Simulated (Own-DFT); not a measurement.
Simulation results for AlGa₃N₄ (wurtzite random alloy, strained, atoms displaced)

Computed with Own-DFT development build. A calculation, not a measurement: plane-wave PBE density functional theory by an unreviewed code, no spin, of a simulated periodic cell, stress positive in tension, free energy of the whole cell less one offset for each atom, forces on such cells passed a denser k mesh, this cell's mesh not checked; offsets are fitted by least squares, one for each functional and potential file, so energies compare only between cells with the same atoms and settings and are not formation energies; the far tail of each file's local potential was reset to the Coulomb form; each entry is a single point on an unrelaxed cell, so the pressure reflects the starting lattice, mostly measured values, from which strain is counted, and rises with the displacements; printed positions are rounded, which can move forces by about a meV/angstrom; the program is a retired in-house code; no spin-orbit coupling.

```xyz
72
Lattice="9.5806 0.0000 0.0000 -4.7903 8.2970 0.0000 0.0000 0.0000 10.2685" Properties=species:S:1:pos:R:3:force_x:R:1:force_y:R:1:force_z:R:1 formula=AlGa3N4 functional=PBE potential_files=PseudoDojo_norm-conserving,scalar-relativistic,standard_set_with_the_stringent_files_for_Ga wave_cutoff=96 occupations=Gaussian smearing_width=0.01 k_mesh=4_x_4_x_3_centred_on_Gamma free_energy_of_cell_above_offsets=-8.951 pressure=4.17 stress_xx=-3.48 stress_yy=-1.64 stress_zz=-7.39 stress_yz=0.3 stress_xz=0.32 stress_xy=-2.24
Ga    -0.0704     1.8800    10.2333      1.592     -0.492      1.322
Al     1.6109     0.9574     2.6479     -0.326     -0.142     -1.634
N      0.0366     1.7839     1.9045     -1.297      0.408      1.493
N      1.5940     0.9455     4.4994      -1.13     -1.155      -0.32
Ga    -0.0192     1.8979     5.0786      0.449     -1.072      0.807
Ga     1.6765     0.9753     7.7365     -1.213     -0.915      0.385
N      0.1018     1.8136     7.0519     -1.852      0.924      0.485
N      1.5630     0.9622     9.6595     -0.113     -1.323      0.076
Ga    -1.6081     4.6426     0.1100      0.187     -0.028     -3.082
Ga    -0.0510     3.7749     2.6143      1.823     -2.333     -0.428
N     -1.5291     4.5614     1.8955     -2.229      0.909      2.038
N      0.0782     3.6640     4.4824     -1.299      1.094      0.887
Ga    -1.6847     4.5724     5.1454      1.919      0.635     -2.085
Ga    -0.1098     3.6655     7.7665      1.472      0.376     -0.837
N     -1.6728     4.6244     6.9487     -0.062      0.221      3.914
N      0.0671     3.7240     9.7290     -3.476     -1.004     -1.779
Al    -3.1514     7.4215     0.0410       -0.9     -0.066     -1.283
Ga    -1.5690     6.4747     2.4628     -1.011      0.015      1.014
N     -3.2318     7.4355     1.8722      1.518      0.304      1.289
N     -1.5525     6.3996     4.4317     -1.181     -0.016      0.099
Ga    -3.2260     7.3285     5.1971      0.923      0.738     -2.141
Al    -1.5933     6.4431     7.7111     -0.572       0.19     -0.133
N     -3.1898     7.4350     7.0160      1.229     -1.036      2.241
N     -1.5918     6.4533     9.6455      0.485      0.783      0.029
Ga     3.1979     1.7850    10.2548      -1.04      2.012      0.893
Al     4.8416     0.9332     2.5022     -2.282     -0.752      1.553
N      3.1608     1.8421     1.9926      1.083     -0.879     -0.025
N      4.7695     0.8768     4.5282      0.791      0.713     -1.019
Ga     3.0866     1.8164     5.1492      2.217      0.664      0.086
Ga     4.8131     0.8941     7.6946     -0.676       0.02     -0.397
N      3.1709     1.7739     7.0919      1.694       2.01      -0.53
N      4.7125     0.9138     9.6398      2.549      -1.39      0.414
Ga     1.4762     4.6501     0.0188      4.075     -0.306       0.92
Ga     3.2383     3.7045     2.6117     -0.625     -0.125      -0.76
N      1.5505     4.5555     1.9848      0.763      1.095     -0.337
N      3.3132     3.6984     4.5167     -1.694      -0.09      0.865
Ga     1.5565     4.6766     5.1889      1.178     -0.487     -0.273
Ga     3.2666     3.7654     7.6862     -3.469     -2.576      1.643
N      1.5550     4.6695     7.1352     -0.212     -1.728     -0.468
N      3.2346     3.6780     9.6551     -0.379      0.283      0.294
Al     0.1072     7.3706     0.0143     -1.208     -0.021     -1.068
Ga     1.5776     6.4615     2.5395      1.325     -0.962      1.319
N      0.0257     7.3064     1.9200      -0.01      2.092     -1.159
N      1.6155     6.5125     4.5800       0.14     -0.859     -0.998
Ga     0.0050     7.3095     5.1121      -0.71      1.008      0.474
Ga     1.7046     6.4200     7.7196     -1.129      1.231      -1.21
N     -0.1326     7.3610     7.0630      1.659     -0.349      0.557
N      1.6732     6.4185     9.5817     -0.821      1.822      2.111
Ga     6.4441     1.8631    10.2574     -2.038      0.475      0.273
Al     7.9473     0.9940     2.6311      1.194     -1.546     -1.179
N      6.3350     1.7864     1.9623      1.558      0.982     -0.189
N      7.9914     0.9064     4.5077      -1.02      1.801     -0.109
Al     6.3620     1.7881     5.1570     -0.417      0.266     -0.698
Ga     8.0104     0.9256     7.7493      0.203     -0.111     -1.395
N      6.3642     1.9111     7.0401      0.678     -0.257      0.566
N      7.9502     0.9319     9.6748      0.204     -1.192     -0.284
Ga     4.9101     4.6260    10.2440     -3.259      0.425      0.817
Ga     6.3886     3.7132     2.5911     -0.586     -0.295     -0.233
N      4.7813     4.6770     1.9355       1.12     -1.137      0.199
N      6.3839     3.6829     4.5387     -0.466     -1.456     -0.326
Ga     4.8164     4.6489     5.1807     -0.492     -0.315      0.272
Al     6.4329     3.6853     7.7118     -1.356       0.45     -0.387
N      4.6768     4.6520     7.1628      4.788      0.631     -1.662
N      6.3702     3.7573     9.6224      2.507     -1.842     -0.929
Al     3.1370     7.3828     0.0399      1.975     -0.812      0.934
Ga     4.9526     6.4198     2.6735     -1.919      0.872     -1.691
N      3.2114     7.3237     2.0663     -0.014      1.675     -1.708
N      4.7508     6.4719     4.5196      0.842     -0.148      1.122
Ga     3.1920     7.4427     5.1501      0.045     -0.932     -0.398
Ga     4.8985     6.4772     7.6993     -0.998      0.252      1.226
N      3.2673     7.3689     7.0465      -0.42      0.663      1.144
N      4.8399     6.4412     9.7172     -0.284      2.114     -0.611
```

Units: wave_cutoff in hartree; smearing_width, free_energy_of_cell_above_offsets in eV; pressure, stress_xx, stress_yy, stress_zz, stress_yz, stress_xz, stress_xy in GPa; force_x, force_y, force_z in eV/Å.
